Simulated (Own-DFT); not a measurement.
# A pressure from energies alone: corundum Al2O3, 78 atoms (Al32O46), with two O vacancies

These are calculations. Each geometry was run twice at fixed positions with Own-DFT, a retired in-house plane-wave program that no person has reviewed: with PBE, and with HSE06 (exact exchange share 0.25 at short range, screening 0.11 per bohr, Gygi-Baldereschi treatment of its divergence). Both used PseudoDojo norm-conserving files made for PBE, a cutoff of 48 hartree, the Gamma point alone, fixed occupations, a neutral cell and no spin. The unstrained cell is 7.9 Å across at its thinnest, so Gamma alone is coarse and defects feel their images. The oxygen file's force components were 24 meV/Å off all-electron values in a glass.

Unstrained cell vectors in Å: (5.494, 0.000, 8.660); (-2.747, 4.758, 8.660); (-2.747, -4.758, 8.660), volume V0 = 679.1 Å³, from measured lattice constants. Each geometry has its own random strain of a few per cent, its own defect sites and random moves of rms u per axis. HSE06 gave the energy alone. D is its energy less that of PBE, over the lowest D shown. The PBE stress wasn't checked against mesh or cutoff.

| run | V - V0 (Å³) | u (Å) | P with PBE (GPa) | D (eV) |
|---|---|---|---|---|
| 1 | -12.5 | 0.0282 | 11.92 | 0.160 |
| 2 | 4.4 | 0.0481 | 6.68 | 0.950 |
| 3 | -2.7 | 0.0555 | 11.09 | 0.720 |
| 4 | -6.8 | 0.0330 | 9.94 | 0.345 |
| 5 | 14.1 | 0.0497 | 4.78 | 1.302 |
| 6 | 23.3 | 0.0502 | 1.24 | 1.670 |
| 7 | 8.6 | 0.0276 | 4.27 | 0.990 |
| 8 | 11.9 | 0.0490 | 4.36 | 1.257 |
| 9 | 27.8 | 0.0289 | -2.12 | 1.748 |
| 10 | 3.1 | 0.0539 | 9.77 | 0.872 |
| 11 | -18.4 | 0.0483 | 16.09 | 0.000 |
| 12 | -12.2 | 0.0466 | 13.60 | 0.209 |
| 13 | -0.6 | 0.0326 | 7.62 | ? |

## Working it out

D = 0.58 + 0.0401 (V - V0) + 69 u² eV, with an error of 0.0006 on the volume slope, 11 on the last term and a scatter of 0.03 eV. Pressure is -dE/dV, and 1 eV/Å³ is 160.2 GPa, so HSE06 changes the pressure by -6.4 ± 0.1 GPa. With the ions held to the strained lattice, the PBE pressure falls by 242 ± 8 GPa per unit of volume strain; the shape of the strain isn't fitted, so the true error is larger, and a relaxed crystal would be softer. On that slope HSE06's volume at a given pressure is about 2.7 % smaller, or 0.9 % in lengths. At u = 0 and V0 the PBE pressure is 6.4 GPa, which puts the zero-pressure volume, against the measured cell and with the defects in, at +2.6 % for PBE and -0.0 % for HSE06, each good to a few tenths of a per cent.

## Withheld run

Q: what D should run 13 give?

Estimate: 0.63 eV, with rows scattering by 0.03. The run itself gave 0.584 eV.
